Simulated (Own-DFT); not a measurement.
# What it costs to cut wurtzite AlN, m plane (10-10)

The numbers are computed, not measured, by runs of the plane-wave DFT program Own-DFT (in-house, retired, unreviewed) at fixed positions, with no spin and no spin-orbit coupling.

Known weak points (not all hold for every row): some atoms lie very close together; forces not confirmed at this smearing and k mesh; k mesh not checked against a denser one.

Both sets of runs: PBE; PseudoDojo norm-conserving scalar-relativistic files; cutoff 42 hartree; Gaussian smearing of 0.01 eV. The slab has 128 atoms in 16 layers, two equal faces of 62.02 Å² as cut, 15 Å of vacuum, a dipole correction along the normal and a 6 x 3 x 1 mesh. The bulk cell has 72 atoms, the same measured lattice constants and a 4 x 4 x 3 mesh. All atoms were moved at random; u is the rms move along one axis. Energies are counted from -174.06 eV for each atom.

```
slab run   u (Å)  E (eV, cell)
       1  0.0191        19.909
       2  0.0204        20.350
       3  0.0204        20.584
       4  0.0208        20.207
       5  0.0210        20.498
       6  0.0488        27.643
       7  0.0489        27.940
       8  0.0492        28.595
       9  0.0494        27.198
      10  0.0503        27.816
      11  0.0512        29.293
      12  0.1061        62.596
```

```
bulk run   u (Å)  E (meV/atom)
       1  0.0190         -3.05
       2  0.0199         -2.50
       3  0.0202         -1.52
       4  0.0205         -0.96
       5  0.0207         -0.83
       6  0.0209         -0.36
       7  0.0991        310.01
       8  0.1003        308.27
       9  0.1019        351.72
      10  0.1046        378.46
```

Question: what is the energy of the unrelaxed surface?

## Answer

Take each set to u = 0 with E = a + b u². Residuals are scaled by 1/(u² + 0.0006 Å²) to tame the large moves. Slab: a = 18.71 ± 0.10 eV. Bulk: a = -15.5 ± 0.5 meV/atom. The excess is 18.71 - 128 x (-0.0155) = 20.70 ± 0.12 eV. Over two faces that is 167 meV/Å², or 2.67 ± 0.02 J/m². Relaxing the faces would lower the energy, and the unlike meshes and the reach from the smallest u down to zero add errors that aren't counted here.
